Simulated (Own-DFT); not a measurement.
## Calculated data, Hf$_{36}$O$_{71}$ (tetragonal hafnia with one neutral oxygen vacancy, atoms displaced)

A calculation, not a measurement: plane-wave PBE and HSE06 DFT by an unreviewed code, no spin, of a simulated cell at Gamma alone, so results move with cell size and shape, stress positive in tension, energies less offsets, not probed for a lower state with spin; hafnium file: forces about 75 meV/angstrom off all-electron values; oxygen file: force components 24 meV/angstrom off all-electron in a glass; k mesh not checked against a denser one; forces and stress are PBE's, HSE06 gives the energy alone, and its difference from PBE has offsets of its own; offsets are fitted by least squares, one for each functional and potential file, so energies compare only between cells with the same atoms and settings and are not formation energies; the far tail of each file's local potential was reset to the Coulomb form; each entry is a single point on an unrelaxed cell, so the pressure reflects the starting lattice, taken from the Materials Project, from which strain is counted, and rises with the displacements; printed positions are rounded, which can move forces by about a meV/angstrom; the program is a retired in-house code; no spin-orbit coupling. Program: Own-DFT development build.

Common to all runs: first functional PBE; second functional HSE06; exact exchange share 0.25; screening 0.11 1/bohr; exchange divergence Gygi-Baldereschi; potential files PseudoDojo norm-conserving, scalar-relativistic, made for PBE, standard set; wave cutoff 48 hartree; occupations fixed; k mesh 1 x 1 x 1 centred on Gamma.

(1) 
```xyz
107
Lattice="10.7800 0.0000 0.0000 0.0000 10.7800 0.0000 0.0000 0.0000 10.4493" Properties=species:S:1:pos:R:3:force_x:R:1:force_y:R:1:force_z:R:1 formula=Hf36O71 PBE_energy_of_cell_above_offsets=-97.157 HSE06_less_PBE_above_offsets=0.040 PBE_pressure=2.27 PBE_stress_xx=-4.09 PBE_stress_yy=-0.24 PBE_stress_zz=-2.48 PBE_stress_yz=-0.26 PBE_stress_xz=0.97 PBE_stress_xy=0.01
Hf     0.0292     0.0313     0.0032      0.679     -0.931     -1.302
Hf     1.8138     1.8494     2.6284      0.842      -0.82      0.097
O     10.7300     1.7277     1.5838      1.246      0.395     -0.538
O      1.7846     0.1060     3.6374      0.051      -0.87     -0.771
O     10.7656     1.7449     4.2381      0.006      1.389     -0.779
O      1.8475    10.7484     0.9711      -1.98     -0.212      1.881
Hf     0.0032    10.7692     5.1984     -0.096     -0.422      0.469
Hf     1.7843     1.8733     7.7879      1.821     -1.712      1.257
O      0.1215     1.8065     6.7938     -2.193      0.159     -0.686
O      1.8203    10.7093     8.8529     -0.576      1.527     -0.296
O      0.1177     1.6902     9.3331     -0.631      1.926       1.17
O      1.8961    10.6820     6.2067     -2.794      0.335      0.603
Hf     0.0408     3.5991     0.0518      -1.04     -0.166     -1.748
Hf     1.7635     5.3616     2.5915     -0.628      1.455      1.291
O      0.0500     5.3702     1.5279     -0.932     -0.095      0.278
O      1.7475     3.5698     3.6334     -0.574       0.58      0.125
O     10.7485     5.4376     4.1703     -0.458     -1.127      0.618
O      1.7606     3.5875     0.9969      0.669     -0.441      0.976
Hf     0.0598     3.5530     5.1590     -0.404      0.513      0.912
Hf     1.7795     5.3672     7.8817      2.126      0.541     -0.701
O      0.0961     5.3280     6.8103     -2.045      0.601     -0.284
O      1.8287     3.5982     8.8477     -0.576      0.127      0.604
O      0.0016     5.3656     9.4312     -0.195     -0.042     -0.597
O      1.8583     3.6293     6.2646     -0.848     -0.237     -0.081
Hf    10.7772     7.1656    10.4068      2.093     -0.055      0.445
Hf     1.8247     9.0513     2.5976     -0.671     -1.147      1.414
O     10.6523     8.9963     1.5950      4.396      0.523     -1.122
O      1.7996     7.0950     3.6937      0.084      1.219     -1.594
O      0.0301     9.0295     4.1678      0.172     -0.872      0.265
Hf    10.7112     7.2137     5.3088       2.24       0.59     -1.647
Hf     1.7747     8.9898     7.8455      1.034     -0.254     -0.266
O     10.7691     8.9428     6.7906     -0.698      0.449      0.303
O      1.8376     7.1307     8.8200     -0.066      0.583      1.105
O      0.0462     8.9267     9.4588     -0.463      0.653     -0.308
O      1.7979     7.2701     6.2699     -0.367     -0.693     -0.526
Hf     3.5678    10.7632     0.0894      0.619       0.68       -3.1
Hf     5.3993     1.7050     2.6115     -1.306      1.047      0.347
O      3.6065     1.8233     1.4477     -0.133      0.207      2.029
O      5.3253     0.0421     3.6579      0.758     -0.413     -0.226
O      3.5660     1.8785     4.1778      0.022     -0.328     -0.274
O      5.3314    10.7478     1.0341      1.697      0.291      0.628
Hf     3.6027    10.7643     5.3084      0.477      0.232     -1.372
Hf     5.4437     1.7337     7.8589     -2.481     -0.001      0.487
O      3.6373     1.7805     6.7598      -0.49      0.157      0.677
O      5.3745    10.6849     8.8756      0.577      2.223      0.451
O      3.5326     1.8308     9.4164      0.401     -0.677      0.204
O      5.3674    10.7636     6.2541      1.143      0.462      0.315
Hf     3.5729     3.5583     0.0459      0.488     -0.333     -1.834
Hf     5.3818     5.3040     2.6101     -0.401      1.669      0.641
O      3.5039     5.4444     1.6408      1.494      0.052     -0.862
O      5.4469     3.5492     3.6783      0.245      0.124     -0.498
O      3.6418     5.3987     4.2217      0.276     -1.856     -0.539
O      5.4276     3.5902     1.0128     -1.031      0.834      0.738
Hf     3.6339     3.6177     5.3544      0.338     -0.379     -1.025
Hf     5.5112     5.3659     7.8700     -2.578      0.948      0.852
O      3.6710     5.4256     6.8040     -0.497     -0.304      0.477
O      5.3027     3.6186     8.8726       1.19     -0.919      0.368
O      3.6037     5.3517     9.4343     -0.257      0.384      0.952
O      5.3779     3.5070     6.3240      1.239      0.833     -0.486
Hf     3.5949     7.1184     0.0185      0.078      0.889     -0.807
Hf     5.4369     9.0471     2.5383     -1.821     -1.249      2.936
O      3.5983     8.9314     1.6589     -0.355     -0.261     -0.682
O      5.3881     7.1981     3.6127      0.287       -0.7     -0.324
O      3.6189     9.0037     4.2634     -0.648     -0.215     -0.514
O      5.4710     7.1682     1.0152     -1.296      -0.13      0.021
Hf     3.6168     7.1167     5.1927     -0.973      1.601      0.445
Hf     5.3329     9.0122     7.8608     -0.432      -1.19      -0.41
O      3.5696     9.0083     6.8573      0.528     -0.002      0.172
O      5.3504     7.2043     8.9116      0.116     -0.347     -0.418
O      3.5584     9.0933     9.4509      0.121     -2.618      0.665
O      5.3547     7.2472     6.2266      1.225     -0.371      0.176
Hf     7.2755     0.0020     0.0232     -2.019     -0.781     -1.136
Hf     8.9999     1.8636     2.5518     -1.025     -2.183      1.137
O      7.1303     1.8150     1.5624      1.101     -0.304     -0.294
O      9.0118     0.0278     3.6287      -0.02     -0.066     -1.033
O      7.2927     1.8066     4.2171     -0.619      0.364     -0.064
O      8.9860    10.7647     0.9433      0.012      0.231      0.568
Hf     7.2002     0.0444     5.2305      0.148     -1.743     -0.334
Hf     8.9369     1.8079     7.8596      1.005      0.103     -0.955
O      7.1244     1.8458     6.9086      1.581     -0.351      -1.28
O      9.0680    10.7738     8.8006     -0.483     -0.035       0.79
O      7.1888     1.7661     9.3700      0.105      0.052      0.905
O      8.9357     0.0594     6.2573      0.826      0.213     -0.114
Hf     7.1206     3.5581    10.4376       1.05      0.731         -1
Hf     8.9553     5.3492     2.6693      1.157      1.468     -0.303
O      7.2008     5.4422     1.6673      0.174     -0.307     -0.633
O      9.0238     3.5534     3.5653      0.198      0.813      0.491
O      7.2206     5.3613     4.1778      0.201      0.566      0.321
O      8.9768     3.6312     0.9388      -0.26     -0.379      0.869
Hf     7.1413     3.6367     5.1781     -0.011     -1.419      1.142
Hf     9.0471     5.4414     7.8190      -0.35     -1.676      0.313
O      7.1659     5.3986     6.8312       1.56      0.125     -1.065
O      8.9610     3.6004     8.8682      0.244      0.033     -0.683
O      7.2005     5.4282     9.4091      -0.13     -0.535      0.644
O      8.9577     3.5763     6.2099      0.553       0.13     -0.389
Hf     7.2134     7.2238     0.0424     -0.357     -0.608     -0.635
Hf     9.0356     8.9165     2.5180      -2.43      0.853      3.292
O      7.1027     9.0211     1.6343      3.132     -0.017     -2.137
O      9.0017     7.2332     3.6821       0.02     -1.237     -0.529
O      7.2616     8.9690     4.1487     -0.825       0.55      1.323
O      9.1242     7.2247     1.0057     -2.825     -0.258      0.526
Hf     7.1515     7.1649     5.2680     -0.879      1.858     -1.237
Hf     8.9964     8.9359     7.8738     -0.954      1.196     -0.973
O      7.1178     9.0482     6.8624      1.363     -0.399     -0.238
O      8.9665     7.1823     8.8419      0.453      -0.53      0.297
O      7.2128     8.9500     9.4174      0.686      0.747      0.992
O      8.9488     7.2837     6.2740     -0.221     -1.011      0.647
```

Units: PBE_energy_of_cell_above_offsets, HSE06_less_PBE_above_offsets in eV; PBE_pressure, PBE_stress_xx, PBE_stress_yy, PBE_stress_zz, PBE_stress_yz, PBE_stress_xz, PBE_stress_xy in GPa; force_x, force_y, force_z in eV/Å.

(2) 
```xyz
107
Lattice="10.7800 0.0000 0.0000 0.0000 10.7800 0.0000 0.0000 0.0000 10.4493" Properties=species:S:1:pos:R:3:force_x:R:1:force_y:R:1:force_z:R:1 formula=Hf36O71 PBE_energy_of_cell_above_offsets=-88.436 HSE06_less_PBE_above_offsets=0.406 PBE_pressure=5.58 PBE_stress_xx=-5.7 PBE_stress_yy=-5.16 PBE_stress_zz=-5.89 PBE_stress_yz=-0.75 PBE_stress_xz=0.88 PBE_stress_xy=-0.14
Hf    10.7637    10.7367     0.0819     -0.513      0.291     -1.382
Hf     1.7265     1.8931     2.5972      2.163     -2.774      0.663
O     10.7041     1.8584     1.6425      1.929     -0.297     -2.135
O      1.8359     0.0302     3.6098     -0.331      0.584     -0.243
O     10.7547     1.7019     4.1452      0.278      2.419      0.692
O      1.8087     0.0569     1.1306     -0.412      0.459     -1.724
Hf     0.0257     0.0475     5.2781      0.634     -1.719     -1.096
Hf     1.7631     1.9090     7.8960      0.852     -2.408      -0.51
O      0.0346     1.7190     6.8369      -1.25      0.999     -1.063
O      1.7756     0.0631     8.8979     -0.128     -1.754      0.142
O     10.7232     1.7928     9.3530     -0.075      0.697      1.382
O      1.7822     0.1015     6.1702      0.438     -1.237      1.194
Hf     0.0901     3.5700     0.0310     -1.059     -0.099     -1.208
Hf     1.8131     5.3663     2.5914     -1.209      2.089      2.009
O      0.1271     5.4809     1.6083     -2.854     -0.269     -0.586
O      1.7722     3.6029     3.5892     -0.673      0.111      0.962
O     10.7408     5.4369     4.1471     -1.314       -1.6      1.404
O      1.8128     3.6501     0.9046     -0.242     -0.221      1.454
Hf    10.7330     3.4845     5.1979      1.121      0.715     -0.448
Hf     1.8289     5.3039     7.8766      0.151      0.931     -0.913
O     10.7635     5.2636     6.9272      1.236      0.213     -1.492
O      1.9465     3.5538     8.8934     -1.449      2.312      -0.41
O      0.0313     5.3715     9.4963     -0.384      0.227     -1.377
O      1.7690     3.5725     6.2294      0.089      0.632      0.403
Hf    10.7283     7.2131    10.3341      0.014     -2.146       4.17
Hf     1.6950     8.8944     2.4192      2.303      0.507      4.514
O      0.0230     9.1430     1.5263     -2.623      -0.22     -1.058
O      1.8008     7.1580     3.5958     -0.031      0.727      0.087
O     10.7623     9.0062     4.1357     -1.191     -0.633      0.683
O      1.8632     7.3014     1.1336     -1.413     -1.558     -3.392
Hf    10.5600     7.1738     5.2107      6.478      1.525     -3.332
Hf     1.7270     8.9605     7.9209      0.211      1.073     -2.266
O     10.7237     8.8879     6.8086      1.454      0.533      0.525
O      1.7459     7.2239     8.8273      0.525      -1.78      0.689
O     10.7028     8.8292     9.3855      1.097      3.707      -0.83
O      1.6973     7.1668     6.1860      0.069     -0.357      0.496
Hf     3.5488    10.7375     0.0342      0.885      1.233      0.305
Hf     5.4304     1.8872     2.6840      -1.97     -3.221     -0.391
O      3.5292     2.0145     1.5383      1.377     -0.777      1.327
O      5.3633    10.6806     3.6729       0.87      3.503     -0.712
O      3.5910     1.8593     4.0830       0.53      0.104      1.322
O      5.5206     0.1406     0.9492     -4.035     -0.876      1.123
Hf     3.5872     0.0438     5.1947     -0.822      0.334     -1.132
Hf     5.5032     1.7753     7.8276     -1.698     -1.625      0.975
O      3.5087     1.7817     6.8264      2.099      0.678      0.001
O      5.5924     0.0326     8.9206     -1.906     -1.037     -2.412
O      3.4875     1.8832     9.4879      0.843     -2.129     -0.128
O      5.4454     0.0416     6.1048     -1.219      0.378      1.789
Hf     3.6745     3.6179     0.0764     -3.132       -1.6     -2.164
Hf     5.3397     5.2279     2.6369     -0.001       3.21      -0.03
O      3.5117     5.3343     1.7126      2.991     -0.095     -2.601
O      5.4206     3.5599     3.7859      0.103      0.916     -1.677
O      3.5755     5.5033     4.1122      0.957     -2.297        1.5
O      5.3321     3.7071     0.9477      3.075     -0.077      3.089
Hf     3.6421     3.6024     5.2768     -3.092     -0.264     -2.338
Hf     5.3539     5.4030     7.8143      1.464     -1.024      0.804
O      3.6458     5.5048     6.7060     -0.945     -0.486      1.137
O      5.4015     3.5239     8.9211      0.278      0.679     -1.278
O      3.5914     5.3397     9.3563      0.085      1.363     -0.213
O      5.3315     3.6967     6.1123      2.183      -0.32      3.239
Hf     3.5989     7.1819    10.3628      0.145      0.777       2.44
Hf     5.4615     9.0328     2.7087     -3.317     -1.904     -1.651
O      3.4601     8.9169     1.4853       3.23      1.522      0.093
O      5.3997     7.1864     3.6131      0.775     -0.483     -0.336
O      3.6382     9.1194     4.2142      0.003     -2.453      0.328
O      5.4230     7.2168     0.8706       -1.7     -0.618      0.399
Hf     3.6053     7.1975     5.3046     -1.861       1.22     -2.702
Hf     5.3879     8.7793     7.7812     -0.072      4.112     -0.624
O      3.6315     8.8348     6.7645     -0.749      0.451       1.42
O      5.3544     7.2302     8.8425     -0.319     -2.584     -0.202
O      3.6108     8.9645     9.4379     -0.241      0.703     -1.214
O      5.5283     7.2080     6.1353     -1.673     -0.485      1.728
Hf     7.1743     0.0082    10.3827      0.474     -1.373      0.184
Hf     9.0281     1.8377     2.5450     -2.319     -1.113     -0.115
O      7.0737     1.7073     1.5986      2.353      2.231      0.367
O      9.0838     0.1462     3.5433     -1.509     -1.954      1.468
O      7.1174     1.7773     4.3735      -0.23     -1.138     -1.827
O      8.9240    10.7416     1.0777      0.805      0.301     -0.449
Hf     7.1960    10.5568     5.2512      0.603       7.49      3.148
Hf     8.9347     1.8180     7.7338      1.996     -0.754      2.485
O      7.2324     1.7000     6.8122     -1.265      1.185     -0.193
O      9.0205    10.6721     8.8975      0.064       0.76     -0.279
O      7.1589     1.6987     9.3958      1.333      3.243     -0.386
O      9.0536    10.7076     6.3771     -1.123      0.125     -1.536
Hf     7.1291     3.6149    10.4325      1.306      0.514     -0.907
Hf     8.9368     5.2800     2.6781      0.767      1.862     -1.798
O      7.1472     5.3562     1.4801      0.661     -0.769      1.404
O      8.9784     3.5021     3.5956     -0.035      0.822      1.046
O      7.2531     5.3682     4.1525     -0.079     -1.058       0.63
O      9.1151     3.6481     0.9741       -2.4      0.038      0.004
Hf     7.1564     3.4793     5.2381      0.505      1.555      0.095
Hf     9.1021     5.5117     7.7888     -3.108     -2.166      2.176
O      7.1888     5.3902     6.9452      0.767      0.173     -1.351
O      7.0763     5.3933     9.3937      0.342     -0.329      0.399
O      8.9661     3.4912     6.1920      0.275      0.043      0.308
Hf     7.1832     7.1854    10.3938       0.45     -0.513      1.865
Hf     8.8989     9.1219     2.6024      1.434     -1.283     -1.241
O      7.0844     8.9580     1.6189      1.304      0.653      0.783
O      8.8172     7.1822     3.5371      0.344      0.756      1.315
O      7.1053     9.0389     4.3509      0.697     -4.981     -5.517
O      8.9153     7.3948     1.0765      1.298     -0.792     -1.611
Hf     7.2280     7.1973     5.1556     -0.294     -1.675      -0.71
Hf     8.9552     8.9254     7.7762      -0.14      3.372      0.548
O      7.1053     8.9720     6.6650      1.362     -0.357      2.133
O      8.9132     7.2728     8.8250      0.569     -2.813      0.619
O      7.2008     8.9253     9.4945     -0.397      0.631     -1.569
O      9.0341     7.2954     6.2546     -3.847     -1.203      1.293
```

Units: PBE_energy_of_cell_above_offsets, HSE06_less_PBE_above_offsets in eV; PBE_pressure, PBE_stress_xx, PBE_stress_yy, PBE_stress_zz, PBE_stress_yz, PBE_stress_xz, PBE_stress_xy in GPa; force_x, force_y, force_z in eV/Å.
